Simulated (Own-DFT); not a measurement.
GaP (zincblende, strongly disordered by large displacements) (calculated)

All values are calculated (Own-DFT development build). A calculation, not a measurement: plane-wave PBE density functional theory by an unreviewed code, no spin, of a simulated periodic cell, stress positive in tension, free energy of the whole cell less one offset for each atom, forces on such cells passed a denser k mesh, this cell's mesh not checked; broken bonds can close the gap or carry spin, so checks made on this kind of crystal may not hold here; offsets are fitted by least squares, one for each functional and potential file, so energies compare only between cells with the same atoms and settings and are not formation energies; the far tail of each file's local potential was reset to the Coulomb form; each entry is a single point on an unrelaxed cell, so the pressure reflects the starting lattice, mostly measured values (interpolated for alloys), from which strain is counted, and rises with the displacements; printed positions are rounded, which can move forces by about a meV/angstrom; the program, named Own-DFT, is a retired in-house code; no spin-orbit coupling.

### GaP (zincblende, strongly disordered by large displacements)

```cif
# cell vector a (Å): 10.9010 0.0000 0.0000
# cell vector b (Å): 0.0000 10.9010 0.0000
# cell vector c (Å): 0.0000 0.0000 10.9010
data_GaP
_symmetry_space_group_name_H-M 'P 1'
_symmetry_Int_Tables_number 1
_cell_length_a 10.9010
_cell_length_b 10.9010
_cell_length_c 10.9010
_cell_angle_alpha 90.000
_cell_angle_beta 90.000
_cell_angle_gamma 90.000
_cell_volume 1295.39
loop_
_atom_site_label
_atom_site_type_symbol
_atom_site_fract_x
_atom_site_fract_y
_atom_site_fract_z
_atom_site_occupancy
Ga1 Ga 0.00057 0.99753 0.00828 1
Ga2 Ga 0.01291 0.26032 0.25489 1
Ga3 Ga 0.23048 0.02468 0.24340 1
Ga4 Ga 0.27663 0.27930 0.97730 1
P1 P 0.12248 0.12065 0.12961 1
P2 P 0.11044 0.37431 0.38233 1
P3 P 0.38196 0.10893 0.37884 1
P4 P 0.39995 0.38030 0.14818 1
Ga5 Ga 0.99584 0.98594 0.52092 1
Ga6 Ga 0.01600 0.26223 0.74556 1
Ga7 Ga 0.26611 0.98286 0.72515 1
Ga8 Ga 0.23133 0.25183 0.52096 1
P5 P 0.16419 0.11043 0.64053 1
P6 P 0.13699 0.39777 0.89236 1
P7 P 0.37019 0.11361 0.84719 1
P8 P 0.37524 0.39161 0.67629 1
Ga9 Ga 0.99905 0.48688 0.01406 1
Ga10 Ga 0.01208 0.76833 0.26525 1
Ga11 Ga 0.23306 0.48899 0.25260 1
Ga12 Ga 0.27423 0.74689 0.00837 1
P9 P 0.11899 0.60902 0.12517 1
P10 P 0.13977 0.88227 0.37948 1
P11 P 0.38083 0.64745 0.34578 1
P12 P 0.38145 0.86483 0.09882 1
Ga13 Ga 0.97728 0.48756 0.47661 1
Ga14 Ga 0.00816 0.79068 0.75910 1
Ga15 Ga 0.23462 0.51763 0.76031 1
Ga16 Ga 0.27089 0.75210 0.49774 1
P13 P 0.09028 0.61165 0.62762 1
P14 P 0.13838 0.85872 0.86971 1
P15 P 0.36640 0.63713 0.88127 1
P16 P 0.35657 0.87544 0.60021 1
Ga17 Ga 0.48760 0.98289 0.00869 1
Ga18 Ga 0.49037 0.21847 0.27846 1
Ga19 Ga 0.74011 0.99485 0.29021 1
Ga20 Ga 0.74434 0.24107 0.02321 1
P17 P 0.63239 0.10387 0.09972 1
P18 P 0.62595 0.38132 0.36669 1
P19 P 0.84571 0.10588 0.39071 1
P20 P 0.88951 0.37181 0.12467 1
Ga21 Ga 0.49662 0.99529 0.48613 1
Ga22 Ga 0.51046 0.24594 0.75765 1
Ga23 Ga 0.74297 0.01739 0.74720 1
Ga24 Ga 0.71155 0.26938 0.48894 1
P21 P 0.62973 0.13494 0.63637 1
P22 P 0.61566 0.33946 0.88499 1
P23 P 0.86241 0.09912 0.88452 1
P24 P 0.90094 0.34907 0.62805 1
Ga25 Ga 0.49176 0.51599 0.00252 1
Ga26 Ga 0.50150 0.74638 0.24845 1
Ga27 Ga 0.75033 0.52641 0.25778 1
Ga28 Ga 0.74132 0.74932 0.00195 1
P25 P 0.65467 0.58394 0.11154 1
P26 P 0.64049 0.85714 0.36045 1
P27 P 0.86670 0.62302 0.36242 1
P28 P 0.83818 0.88203 0.12782 1
Ga29 Ga 0.50205 0.49140 0.49469 1
Ga30 Ga 0.51763 0.77315 0.76281 1
Ga31 Ga 0.79778 0.54168 0.77553 1
Ga32 Ga 0.75621 0.75673 0.48582 1
P29 P 0.61540 0.62076 0.59583 1
P30 P 0.60916 0.89111 0.88787 1
P31 P 0.90431 0.62024 0.90320 1
P32 P 0.88631 0.86975 0.62801 1
```

It was run with functional PBE, potential files PseudoDojo norm-conserving, scalar-relativistic, standard set, wave cutoff 42 hartree, occupations Fermi-Dirac, smearing width 0.1 eV, hardware one NVIDIA H100 and k mesh 3 x 3 x 3 centred on Gamma.

The calculation gives: free energy of cell above offsets -1.696 eV; pressure 10.43 GPa; stress xx -10.13 GPa; stress yy -10.5 GPa; stress zz -10.67 GPa; stress yz 1.08 GPa; stress xz -3.3 GPa; stress xy -2.71 GPa; wall time 555.7 s.

Force:
| element | x (eV/Å) | y (eV/Å) | z (eV/Å) |
| --- | --- | --- | --- |
| Ga | -0.596 | -1.359 | -0.277 |
| Ga | -1.856 | -2.513 | -1.163 |
| Ga | 3.418 | -3.518 | 2.727 |
| Ga | 1.102 | -1.818 | 1.602 |
| P | -1.918 | 3.619 | -3.368 |
| P | 2.916 | -0.399 | 0.781 |
| P | -5.055 | -0.177 | 1.2 |
| P | -1.669 | -0.759 | -0.56 |
| Ga | 2.335 | 2.891 | -2.285 |
| Ga | 2.752 | -3.027 | 3.475 |
| Ga | 0.063 | -1.638 | 5.084 |
| Ga | 2.002 | 1.687 | -0.669 |
| P | -6.431 | 2.705 | -1.716 |
| P | -1.421 | -1.607 | -1.264 |
| P | 0.758 | 0.334 | 2.574 |
| P | 0.442 | -0.894 | -3.648 |
| Ga | 1.263 | 0.087 | -0.207 |
| Ga | -1.388 | -1.124 | -2.14 |
| Ga | 1.738 | 0.358 | -0.413 |
| Ga | -5.501 | -2.189 | -0.693 |
| P | 0.911 | 2.626 | 1.015 |
| P | -0.446 | 0.401 | 0.621 |
| P | -3.614 | -4.592 | 3.761 |
| P | -0.542 | 0.676 | 7.265 |
| Ga | -0.577 | 0.841 | 2.6 |
| Ga | -1.739 | -4.702 | -1.482 |
| Ga | -0.212 | 1.152 | -0.829 |
| Ga | -3.792 | -4.433 | -2.807 |
| P | 1.481 | 1.426 | -0.649 |
| P | 3.147 | 3.085 | 3.381 |
| P | 2.406 | -1.294 | -2.605 |
| P | 6.265 | 0.792 | 2.006 |
| Ga | 0.745 | 5.474 | -2.219 |
| Ga | 3.828 | 3.549 | -4.652 |
| Ga | -0.185 | 1.078 | -6.382 |
| Ga | 1.884 | 1.566 | -1.918 |
| P | -2.021 | -1.373 | 4.577 |
| P | -2.038 | 1.327 | -2.682 |
| P | 4.191 | 4.417 | 2.699 |
| P | -2.765 | -1.595 | 2.164 |
| Ga | 2.455 | -1.805 | 2.112 |
| Ga | -2.314 | -1.058 | -1.059 |
| Ga | 0.803 | -2.52 | 0.353 |
| Ga | 3.961 | -3.404 | 3.519 |
| P | -1.67 | -0.134 | -3.347 |
| P | 2.082 | 4.202 | 2.396 |
| P | 2.085 | 2.82 | 0.438 |
| P | -4.444 | 3.246 | -2.966 |
| Ga | 0.453 | -2.073 | -0.511 |
| Ga | 3.173 | 1.871 | -3.742 |
| Ga | -0.16 | -4.879 | 0.01 |
| Ga | 0.195 | -0.618 | -0.176 |
| P | -3.379 | 3.603 | -3.3 |
| P | -4.662 | -1.293 | 1.712 |
| P | 3.741 | 3.011 | 2.745 |
| P | 3.072 | 0.156 | 0.989 |
| Ga | -2.406 | -0.177 | 0.05 |
| Ga | -2.203 | -2.735 | -2.893 |
| Ga | -3.972 | -3.939 | -4.782 |
| Ga | 0.501 | -1.785 | 2.235 |
| P | 2.489 | 2.5 | 3.219 |
| P | 3.978 | -0.705 | -1.576 |
| P | 0.778 | 5.07 | 1.113 |
| P | -4.439 | -0.435 | 0.557 |
